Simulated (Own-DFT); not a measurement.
## Calculated data, TiSi₂ (C49 TiSi2 crystal, atoms displaced)

A calculation, not a measurement: plane-wave density functional theory by an unreviewed code, no spin, of a simulated periodic cell, stress positive in tension, run twice, with PBE and with PBEsol, both on files made for PBE, so the change isn't that of files made for PBEsol, forces on such cells moved up to 12 meV/angstrom on a denser k mesh; the far tail of each file's local potential was reset to the Coulomb form; each entry is a single point on an unrelaxed cell, so the pressure reflects the starting lattice, taken from the Materials Project, from which strain is counted, and rises with the displacements; printed positions are rounded, which can move forces by about a meV/angstrom; the program, named Own-DFT, is a retired in-house code; no spin-orbit coupling; stress was not checked against mesh or cutoff. Program: Own-DFT development build.

Entry: TiSi₂ (C49 TiSi2 crystal, atoms displaced)

```
CELL_PARAMETERS angstrom
5.29530 -6.75930 3.56520
7.06040 0.00000 -7.13030
5.29530 6.75930 3.56520
ATOMIC_POSITIONS crystal
Ti 0.94812 0.92423 0.14936
Ti 0.85168 0.86768 0.64934
Si 0.59934 0.91674 0.49113
Si 0.19390 0.87180 0.31711
Si 0.90442 0.04252 0.38924
Si 0.90142 0.75529 0.38357
Ti 0.94008 0.43562 0.15994
Ti 0.86666 0.37805 0.65930
Si 0.60505 0.41632 0.48739
Si 0.20464 0.38126 0.31338
Si 0.90318 0.52358 0.40308
Si 0.90300 0.26099 0.41292
Ti 0.75884 0.72593 0.94511
Ti 0.65354 0.66334 0.44443
Si 0.42816 0.72153 0.28072
Si 0.97454 0.67320 0.11180
Si 0.67513 0.82011 0.22182
Si 0.70601 0.58507 0.19518
Ti 0.55628 0.01365 0.76916
Ti 0.45717 0.97470 0.25214
Si 0.22264 0.02085 0.07849
Si 0.77124 0.97690 0.90623
Si 0.50558 0.13393 0.00797
Si 0.50553 0.89805 0.99302
Ti 0.77741 0.20607 0.95358
Ti 0.63374 0.17411 0.45112
Si 0.40098 0.22476 0.27844
Si 0.98669 0.15292 0.09290
Si 0.70637 0.32112 0.18881
Si 0.67882 0.07305 0.19618
Ti 0.54759 0.52465 0.76521
Ti 0.46328 0.45940 0.24370
Si 0.20256 0.53690 0.08452
Si 0.80029 0.46816 0.90073
Si 0.48703 0.62525 0.01399
Si 0.49611 0.36394 0.00397
Ti 0.35196 0.80902 0.54198
Ti 0.26116 0.78775 0.04781
Si 0.03056 0.83958 0.88365
Si 0.56856 0.78133 0.70097
Si 0.29994 0.92542 0.79208
Si 0.29421 0.66192 0.79574
Ti 0.35339 0.31937 0.53595
Ti 0.26837 0.26841 0.02554
Si 0.00872 0.33771 0.86830
Si 0.62081 0.28504 0.70429
Si 0.30172 0.43976 0.78538
Si 0.31236 0.17338 0.78633
Ti 0.15456 0.61743 0.35157
Ti 0.06075 0.56312 0.83904
Si 0.83141 0.61739 0.70743
Si 0.38583 0.57429 0.51358
Si 0.09800 0.73698 0.59993
Si 0.10541 0.46577 0.61886
Ti 0.15121 0.12681 0.34225
Ti 0.06554 0.06561 0.85505
Si 0.81579 0.12115 0.70779
Si 0.38440 0.08406 0.50598
Si 0.10151 0.23679 0.59671
Si 0.10475 0.99415 0.59670
```

* functional: PBE, then PBEsol
* potential files: PseudoDojo norm-conserving, scalar-relativistic, standard set
* wave cutoff: 42 hartree
* occupations: cold (Marzari-Vanderbilt)
* smearing width: 0.2 eV
* k mesh: 4 x 4 x 4 centred on Gamma
* PBE pressure: 6.3 GPa
* PBE stress xx: -7.56 GPa
* PBE stress yy: -3.73 GPa
* PBE stress zz: -7.61 GPa
* PBE stress yz: 0.25 GPa
* PBE stress xz: 0.51 GPa
* PBE stress xy: 0.16 GPa
* PBEsol pressure: 2.97 GPa
* PBEsol stress xx: -4.15 GPa
* PBEsol stress yy: -0.2 GPa
* PBEsol stress zz: -4.57 GPa
* PBEsol stress yz: 0.23 GPa
* PBEsol stress xz: 0.52 GPa
* PBEsol stress xy: 0.15 GPa
* rms change of force components from PBE to PBEsol: 0.026 eV/Å

Force:
```
force element  PBE force x (eV/Å)  PBE force y (eV/Å)  PBE force z (eV/Å)  PBEsol force x (eV/Å)  PBEsol force y (eV/Å)  PBEsol force z (eV/Å)
           Ti               -0.88               0.689               0.781                 -0.866                  0.652                  0.756
           Ti               0.495              -0.602              -0.766                  0.503                 -0.565                 -0.749
           Si               0.974              -0.471              -0.129                  0.954                 -0.527                 -0.145
           Si              -0.793               -0.85              -0.663                 -0.783                 -0.822                 -0.655
           Si              -2.152               0.659               1.661                 -2.197                  0.634                  1.691
           Si               1.862               0.666              -0.904                  1.887                  0.653                 -0.923
           Ti              -1.243              -1.512               1.733                 -1.219                 -1.513                  1.695
           Ti              -3.299               -0.72              -1.784                 -3.251                 -0.693                 -1.756
           Si               1.006              -0.645              -0.794                  0.969                   -0.7                 -0.824
           Si              -2.218               0.048              -1.106                  -2.17                  0.104                 -1.102
           Si              -0.529               0.155               0.903                 -0.553                  0.155                  0.931
           Si               0.805              -0.214              -2.322                  0.828                 -0.209                 -2.358
           Ti               -1.01                1.33              -0.527                 -1.005                    1.3                 -0.517
           Ti                1.35               0.704               0.724                  1.338                   0.69                  0.685
           Si              -0.819               1.223              -0.091                 -0.808                  1.204                 -0.095
           Si                1.49              -0.952              -0.195                  1.471                 -0.906                  -0.21
           Si               0.577              -2.472               -0.34                  0.586                 -2.422                 -0.353
           Si              -1.102               0.171               0.644                 -1.106                   0.16                  0.678
           Ti              -1.294              -1.624              -3.892                  -1.28                 -1.626                 -3.853
           Ti              -1.177               0.822              -1.137                 -1.165                  0.804                 -1.131
           Si                1.29               0.955              -0.161                  1.274                  0.909                  -0.15
           Si               1.391              -0.575               3.653                  1.378                 -0.531                  3.658
           Si              -1.807              -1.023              -0.002                 -1.842                 -1.006                 -0.027
           Si               -1.24               1.192               1.901                 -1.257                  1.179                  1.896
           Ti              -0.882               2.427              -3.667                 -0.898                  2.382                 -3.645
           Ti               0.482              -1.801               1.209                  0.472                 -1.764                  1.179
           Si                0.08              -0.208               0.736                  0.082                 -0.256                  0.749
           Si               4.064              -0.862               0.355                  3.998                 -0.829                  0.346
           Si                0.52               0.498               0.226                  0.543                   0.49                   0.22
           Si               2.166               -1.16               1.671                  2.163                  -1.14                  1.696
           Ti              -0.343              -1.245              -0.651                 -0.359                 -1.251                 -0.664
           Ti               0.605               0.717              -1.304                  0.593                  0.734                 -1.286
           Si                0.03               0.067                1.21                  0.031                   0.02                  1.201
           Si               0.656               2.235               0.189                   0.64                  2.295                   0.19
           Si               0.042              -1.529              -0.054                  0.033                 -1.506                 -0.063
           Si               1.473              -1.355              -1.458                  1.472                 -1.324                 -1.494
           Ti               1.421               1.458              -1.653                  1.414                   1.43                 -1.631
           Ti              -1.439               0.047               1.068                 -1.422                  0.052                  1.048
           Si              -2.439               1.537               1.277                 -2.407                  1.521                  1.262
           Si               0.962               -0.19               2.906                  0.954                 -0.148                  2.923
           Si               0.141              -0.242               0.743                  0.148                 -0.229                  0.764
           Si               2.429              -0.263              -1.292                  2.445                 -0.262                 -1.299
           Ti               2.202               1.655               -0.01                  2.173                  1.618                 -0.021
           Ti              -0.008               2.703              -1.316                  0.008                  2.668                 -1.284
           Si               1.007               0.564               5.025                  0.994                  0.509                   5.02
           Si              -1.016               1.937               0.452                 -0.989                  1.994                  0.454
           Si              -0.609              -0.124               3.056                 -0.604                 -0.117                  3.098
           Si               0.192               0.274               0.087                  0.218                  0.276                  0.091
           Ti               0.263               0.352              -1.112                  0.247                  0.342                 -1.108
           Ti               2.837               1.158               -0.79                  2.781                   1.14                 -0.782
           Si              -1.496               0.062               -3.42                 -1.468                  0.016                 -3.425
           Si              -0.544              -0.853               1.194                 -0.536                 -0.816                   1.17
           Si              -0.722              -0.332              -0.022                 -0.731                 -0.328                 -0.018
           Si              -0.893              -1.852              -1.992                 -0.884                 -1.817                 -2.029
           Ti               0.044               0.626              -0.322                  0.056                  0.636                 -0.305
           Ti               0.424              -1.319              -2.626                  0.427                 -1.296                 -2.602
           Si              -0.965              -1.401              -0.318                 -0.937                  -1.45                 -0.291
           Si              -0.753              -0.236               1.766                 -0.739                 -0.212                  1.743
           Si              -0.289              -0.355               0.909                 -0.281                 -0.356                   0.91
           Si              -1.317               0.054               0.742                  -1.32                  0.055                  0.737
```
